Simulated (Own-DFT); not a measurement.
# What random displacements cost in beta-Si3N4, 112 atoms (N64Si48)

These are calculations, not measurements. The program, named Own-DFT, is a retired in-house plane-wave density functional code that no person has reviewed. Each row is one single-point run on a periodic cell that was not relaxed, without spin or spin-orbit coupling.

Settings of every run: PBEsol; PseudoDojo norm-conserving scalar-relativistic files, made for PBE; cutoff 42 hartree; 2 x 2 x 4 k mesh centred on Gamma; Fermi-Dirac smearing of 0.1 eV.

Known limits, some of them of some rows only: some atoms lie very close together; forces on such cells moved up to 12 meV/angstrom on a denser k mesh; stress not checked against mesh or cutoff.

Cell vectors in Å: (15.212, 0.000, 0.000); (-7.606, 13.174, 0.000); (0.000, 0.000, 5.818). In each run every atom was moved at random and independently from its ideal site; u is the rms move along one axis. E is the free energy for each atom above the fitted value at u = 0, and F the rms of the force components.

| run | u (Å) | E (meV/atom) | F (eV/Å) | largest force (eV/Å) | P (GPa) |
|---|---|---|---|---|---|
| 1 | 0.0175 | 15.6 | 0.792 | 2.91 | 3.04 |
| 2 | 0.0197 | 18.1 | 0.820 | 3.33 | 3.06 |
| 3 | 0.0203 | 21.8 | 0.931 | 3.40 | 3.22 |
| 4 | 0.0488 | 111.5 | 1.912 | 7.78 | 5.71 |
| 5 | 0.0505 | 129.4 | 2.240 | 10.70 | 6.17 |
| 6 | 0.0512 | 139.1 | 2.353 | 10.16 | 6.17 |
| 7 | 0.0981 | ? | ? | ? | ? |
| 8 | 0.1027 | 527.8 | 5.047 | 26.83 | 17.09 |
| 9 | 0.1481 | 998.5 | 7.426 | 39.56 | 28.58 |

## Worked fit

For small independent moves the energy grows as E = (3/2) K u², with K the mean stiffness felt by one atom. The runs with u up to 0.11 Å give K = 33.4 ± 0.8 eV/Å², with residuals divided by u² + 0.0006 Å², since the noise grows with the moves. The scatter is 5.4 meV/atom at u = 0.05 Å. The forces follow F = G u with G = 44.6 eV/Å²; no force at u = 0 is resolved. G exceeds K because the moves of its neighbours add to the force on an atom, and stiffness differs between atoms. At u = 0.148 Å the parabola gives 1100 meV/atom and the run 999. The pressure follows P = 2.58 + 1374 u² GPa: at fixed volume, shortened bonds push harder than stretched ones pull.

## Withheld run

Question: what energy and rms force should run 7 give?

The fit gives 482 ± 21 meV/atom and about 4.37 eV/Å. The calculation gave 479.3 meV/atom and 4.450 eV/Å.
